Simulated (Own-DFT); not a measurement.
# A surface energy from a slab and the bulk: wurtzite AlN, m plane (10-10)

No measurement is shown. These are fixed-geometry runs of a retired plane-wave code named Own-DFT, which no person has reviewed; spin and spin-orbit coupling are neglected.

Caveats (not all hold for every row): some atoms lie very close together; k mesh not checked against a denser one.

Both sets of runs: PBE; PseudoDojo norm-conserving scalar-relativistic files; cutoff 42 hartree; Gaussian smearing of 0.01 eV. The slab has 128 atoms in 16 layers, two equal faces of 62.02 Å² as cut, 15 Å of vacuum, a dipole correction along the normal and a 6 x 3 x 1 mesh. The bulk cell has 128 atoms, the same measured lattice constants and a 3 x 3 x 3 mesh. In the slab only the 32 atoms nearest the faces were moved at random; u is their rms move along one axis. Energies are counted from -174.06 eV for each atom.

| slab run | u (Å) | E (eV, cell) |
|---|---|---|
| 1 | 0.0450 | 20.539 |
| 2 | 0.0498 | 20.360 |
| 3 | 0.0504 | 20.118 |
| 4 | 0.0507 | 20.427 |
| 5 | 0.0521 | 21.524 |
| 6 | 0.0538 | 22.131 |
| 7 | 0.0542 | 20.209 |
| 8 | 0.0956 | 25.421 |
| 9 | 0.0978 | 24.895 |
| 10 | 0.0991 | 27.052 |
| 11 | 0.1015 | 28.841 |
| 12 | 0.1074 | 30.361 |

| bulk run | u (Å) | E (meV/atom) |
|---|---|---|
| 1 | 0.0194 | -2.26 |
| 2 | 0.0201 | -2.31 |
| 3 | 0.0205 | -1.34 |
| 4 | 0.0209 | -1.13 |
| 5 | 0.0970 | 302.31 |
| 6 | 0.0986 | 323.76 |
| 7 | 0.0988 | 309.94 |
| 8 | 0.1016 | 333.91 |
| 9 | 0.1034 | 349.19 |
| 10 | 0.1083 | 371.14 |

The question: what is the energy of the unrelaxed surface?

## Answer

Take each set to u = 0 with E = a + b u². Rows are weighted down as u grows, with residuals divided by u² + 0.0006 Å². Slab: a = 18.50 ± 0.42 eV. Bulk: a = -15.6 ± 0.3 meV/atom. The excess is 18.50 - 128 x (-0.0156) = 20.49 ± 0.42 eV. Over two faces that is 165 meV/Å², or 2.65 ± 0.05 J/m². Relaxing the faces would lower the energy, and the unlike meshes and the reach from the smallest u down to zero add errors that aren't counted here.
